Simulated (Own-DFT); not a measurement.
# Computed records: Hf31SiO64 (monoclinic hafnia with substituted atoms, atoms displaced)

All values are calculated (Own-DFT development build). A calculation, not a measurement: plane-wave PBE and HSE06 DFT by an unreviewed code, no spin, of a simulated cell at Gamma alone, so results move with cell size and shape, stress positive in tension, energies less offsets, not probed for a lower state with spin; hafnium file: forces about 75 meV/angstrom off all-electron values; oxygen file: force components 24 meV/angstrom off all-electron in a glass; k mesh not checked against a denser one; forces and stress are PBE's, HSE06 gives the energy alone, and its difference from PBE has offsets of its own; offsets are fitted by least squares, one for each functional and potential file, so energies compare only between cells with the same atoms and settings and are not formation energies; the far tail of each file's local potential was reset to the Coulomb form; each entry is a single point on an unrelaxed cell, so the pressure reflects the starting lattice, mostly measured values, from which strain is counted, and rises with the displacements; printed positions are rounded, which can move forces by about a meV/angstrom; the program is a retired in-house code; no spin-orbit coupling.

```xyz
96
Lattice="10.2340 0.0000 0.0000 0.0000 10.3500 0.0000 -1.6955 0.0000 10.4453" Properties=species:S:1:pos:R:3:force_x:R:1:force_y:R:1:force_z:R:1 formula=Hf31SiO64 first_functional=PBE second_functional=HSE06 exact_exchange_share=0.25 screening=0.11 exchange_divergence=Gygi-Baldereschi potential_files=PseudoDojo_norm-conserving,scalar-relativistic,made_for_PBE,standard_set wave_cutoff=48 occupations=fixed k_mesh=1_x_1_x_1_centred_on_Gamma PBE_energy_of_cell_above_offsets=-76.927 HSE06_less_PBE_above_offsets=0.725 PBE_pressure=8.16 PBE_stress_xx=-9.69 PBE_stress_yy=-7.51 PBE_stress_zz=-7.27 PBE_stress_yz=0.91 PBE_stress_xz=-0.18 PBE_stress_xy=0.43
Hf     1.3197     0.2917     0.9896     -0.738     -2.312      3.381
Hf     3.4644     2.8235     1.5829     -0.365     -0.237     -1.493
Hf     3.0644     4.9404     4.1329     -2.825      4.464      0.964
Hf     0.7125     2.3801     3.7239      2.738      0.551       0.56
O      0.0242     1.7845     1.7810      3.427     -2.585      0.771
O      4.5584     4.3453     0.7558     -0.799     -1.734      0.329
O      4.0922     3.6145     3.3985       5.67     -5.164     -0.852
O     -0.3909     0.7850     4.4872     -0.309      1.595     -0.983
O      2.0189     3.8827     2.5769      -2.65      0.045     -1.285
O      2.7311     1.3796     0.0449      1.778      0.333       1.28
O      2.3578     1.2065     2.6788      0.141      0.863      0.371
O      1.4371     3.8425     5.0256     -0.609     -0.419        0.3
Hf     0.4607     0.2302     6.2420      0.853     -1.256      1.503
Hf     2.5895     2.8317     6.7893     -1.117     -0.244     -0.978
Hf     2.2330     4.9841     9.3272     -0.845      0.188     -0.259
Hf    -0.1314     2.3682     8.9750      4.356      2.371     -0.827
O     -0.8537     1.7065     7.0960      0.893     -1.048     -0.841
O      3.7032     4.3395     6.0889       0.83      0.213     -0.545
O      3.4095     3.2931     8.5358     -0.384      2.225      2.516
O     -1.0825     0.9079     9.6552     -3.706     -2.126     -0.827
O      1.1622     3.8850     7.7476     -1.727      1.125     -0.144
O      1.8756     1.4606     5.3366      0.259     -1.152     -0.284
O      1.5340     1.2938     8.0314     -0.605     -0.707     -1.127
O      0.5915     3.8810    10.3482      0.509     -0.904     -0.061
Hf     1.2276     5.2591     1.1048      0.752      1.958      0.635
Hf     3.3143     8.0501     1.4599     -1.318     -5.488      2.951
Hf     3.1709    10.2063     4.1927     -3.518      -1.84     -2.371
Hf     0.7931     7.4247     3.6834      3.491      3.198     -0.789
O      0.0921     6.8145     1.9193      -0.83      0.208     -1.988
O      4.4577     9.3792     0.9355      4.788      4.636     -1.963
O      4.1102     8.6526     3.3827      2.211       0.39      1.089
O     -0.3196     6.1157     4.3526     -3.012      -3.33      2.344
O      1.8126     9.0540     2.5227     -0.054      1.333     -0.675
O      2.8582     6.5524     0.0318     -0.949     -0.168      0.008
O      2.4647     6.4824     2.7184     -0.521     -1.474      0.037
O      1.5444     9.1491     5.1915     -2.881     -0.908     -0.894
Hf     0.2698     5.4799     6.3241      6.905      -4.94     -2.727
Hf     2.6150     8.0264     6.8232     -1.149     -3.423      0.544
Hf     2.0870    10.1172     9.4106      2.362      0.495     -1.417
Hf    -0.1573     7.5940     8.8702      2.666     -2.111      1.984
O     -0.7415     6.7566     6.9893     -6.546      7.156      2.474
O      3.5157     9.4097     5.9562      6.491      3.973      0.478
O      3.3546     8.6066     8.6261      0.157      0.997      1.369
O     -1.1321     5.8232     9.6908     -0.014      2.541      -1.64
O      1.0121     9.1627     7.8039     -1.078     -0.597     -0.094
O      2.0628     6.3458     5.2571     -1.774      2.643      2.091
O      1.3859     6.4096     7.9822      0.446      0.488     -0.543
O      0.6046     9.0050    10.4027     -1.817      0.673     -1.795
Hf     6.3472     0.1672     1.0783     -2.032      2.296     -1.342
Hf     8.6831     2.6519     1.5609     -4.715      3.499     -1.805
Hf     8.1369     4.9190     4.1000     -0.958      2.651     -0.694
Hf     5.8727     2.4005     3.7682       1.72      3.408     -3.428
O      5.2241     1.7884     1.7711      -0.46     -0.657      0.449
O      9.8466     4.1265     0.7762     -0.878      0.195      0.031
O      9.3283     3.5195     3.4236      0.529     -1.288     -0.181
O      4.8533     0.9921     4.4697     -2.897     -2.996      0.189
O      6.9883     3.8997     2.5741     -0.013      0.018     -0.236
O      7.8988     1.1950     0.0887      0.316      1.081      0.764
O      7.4510     1.3356     2.6715      0.232     -1.562       1.43
O      6.5911     3.7855     5.0824       0.05      0.764      1.361
Hf     5.5826     0.2533     6.2037     -2.121      -1.01      3.104
Hf     7.8536     2.7400     6.7337     -1.466      2.627        0.4
Hf     7.3424     4.9737     9.3047     -1.455      0.057      2.199
Hf     5.1713     2.3970     8.8156     -3.118     -0.455      2.913
O      4.3363     1.8194     6.9360       2.52     -2.662     -0.849
O      8.9044     4.3575     6.0241      -1.48     -1.818      0.218
O      8.5245     3.4940     8.6793     -1.637     -0.478     -1.803
O      3.8782     0.8635     9.5636     -0.018     -1.217      1.348
O      5.9755     3.9145     7.8600      2.626      0.667     -2.535
O      6.9555     1.3962     5.3343      2.265     -0.539      0.683
O      6.6525     1.1575     8.1048     -0.009      2.214     -4.848
O      5.7023     3.9102    10.3005       0.77      -1.31      0.208
Hf     6.2410     5.2268     1.0702       1.98      2.504      1.115
Hf     8.5089     8.1474     1.4914      3.964     -4.156       1.29
Hf     8.1547    10.1285     4.1322      0.908     -1.041     -0.379
Hf     5.9889     7.6577     3.6634     -2.155     -4.106     -0.446
O      5.0986     6.6987     1.8360      0.839      1.773      0.878
O      9.8067     9.5890     0.7123     -0.846      -0.81       0.69
O      9.3389     8.6255     3.4963     -1.354      1.241     -0.904
O      4.8389     6.0724     4.4355     -0.083     -0.258      0.091
O      7.0382     9.1448     2.5077     -0.874      0.404      0.151
O      8.0662     6.5142     0.1180     -0.174      0.614     -0.663
O      7.6729     6.4375     2.6778     -1.369       0.65      0.683
O      6.6620     8.9780     5.1824     -0.919      0.701     -0.132
Hf     5.4279     5.2886     6.2980     -0.264      2.848      0.075
Si     7.7135     8.0148     6.7739     -0.102      0.424       -0.7
Hf     7.2462    10.1784     9.2764      1.554     -1.868      3.745
Hf     5.2972     7.5525     8.9750     -4.352     -2.127      -0.35
O      4.2860     6.9801     7.0623      1.355     -1.744     -0.088
O      8.8178     9.4779     5.9848     -0.704     -1.906      2.576
O      8.3941     8.6628     8.6892      0.053      -1.77     -2.614
O      3.8917     6.0837     9.7460      0.817      0.232      -1.59
O      6.1269     8.9331     7.7013      1.993      1.421     -1.653
O      6.9935     6.4992     5.3261      1.512      1.607      1.278
O      6.5863     6.3779     7.8926      1.936      0.258     -0.416
O      5.7915     8.9826    10.3882     -1.068      1.132     -0.788
```

Units: screening in 1/bohr; wave_cutoff in hartree; PBE_energy_of_cell_above_offsets, HSE06_less_PBE_above_offsets in eV; PBE_pressure, PBE_stress_xx, PBE_stress_yy, PBE_stress_zz, PBE_stress_yz, PBE_stress_xz, PBE_stress_xy in GPa; force_x, force_y, force_z in eV/Å.
